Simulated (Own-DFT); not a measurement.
# Misfit strain and the stress it brings: wurtzite GaN, 72 atoms (Ga36N36)

No measurement is shown. These are fixed-geometry runs of a retired plane-wave code named Own-DFT, which no person has reviewed; spin and spin-orbit coupling are neglected.

Settings: PBE; PseudoDojo norm-conserving scalar-relativistic files (stringent for Ga); cutoff 96 hartree; 4 x 4 x 3 k mesh centred on Gamma; Gaussian smearing of 0.01 eV.

Keep in mind: forces not confirmed at this smearing and k mesh; stress not checked against mesh or cutoff.

Unstrained cell vectors in Å: (9.567, 0.000, 0.000); (-4.783, 8.285, 0.000); (0.000, 0.000, 10.370). The unstrained cell has measured lattice constants (interpolated for alloys), not those of this functional. That, the random moves and any unrelaxed bonds set the pressure at no strain. Each run strains x and y alike by e, as a substrate would, and holds the height along z. Random moves of width 0.05 Å per axis were added to every atom. Stress is positive in tension.

```
e (%),u (Å),(s_xx + s_yy)/2 (GPa),s_zz (GPa)
-2.50,0.048,-21.47,-11.26
-1.25,0.046,-14.30,-8.32
-0.50,0.049,-9.91,-7.35
-0.25,0.048,-8.60,-6.97
0.75,0.049,-3.72,-4.92
1.00,0.046,-1.76,-5.55
1.75,0.047,?,?
2.00,0.049,2.71,-5.19
2.25,0.050,3.38,-3.40
2.75,0.051,5.85,-5.40
```

## Worked fit

With e as a fraction, the in-plane stress is -7.3 + 526 e - 1805 e² GPa (errors 6 and 341, scatter 0.26), and s_zz is -7.1 + 121 e GPa (slope ± 21, scatter 1.02). At e = 0 the first slope is C11 + C12 and the second 2 C13, both with the ions held to the strained lattice and at the cell's own pressure. The term in e² is negative: the layer stiffens under compression and softens under tension. A free layer would change its height as e changes, and the in-plane slope would drop by 2 C13²/C33 to the biaxial modulus. At fixed height, a misfit of 1 % moves the in-plane stress by about 5.3 GPa and s_zz by 1.2 GPa.

## The run left out

Q: what are the two stresses at e = 1.75 %?

The fitted form gives 1.4 and -4.9 GPa. Computed: 2.56 and -6.39 GPa. That is outside the usual scatter, by luck or through something left out of the fit.
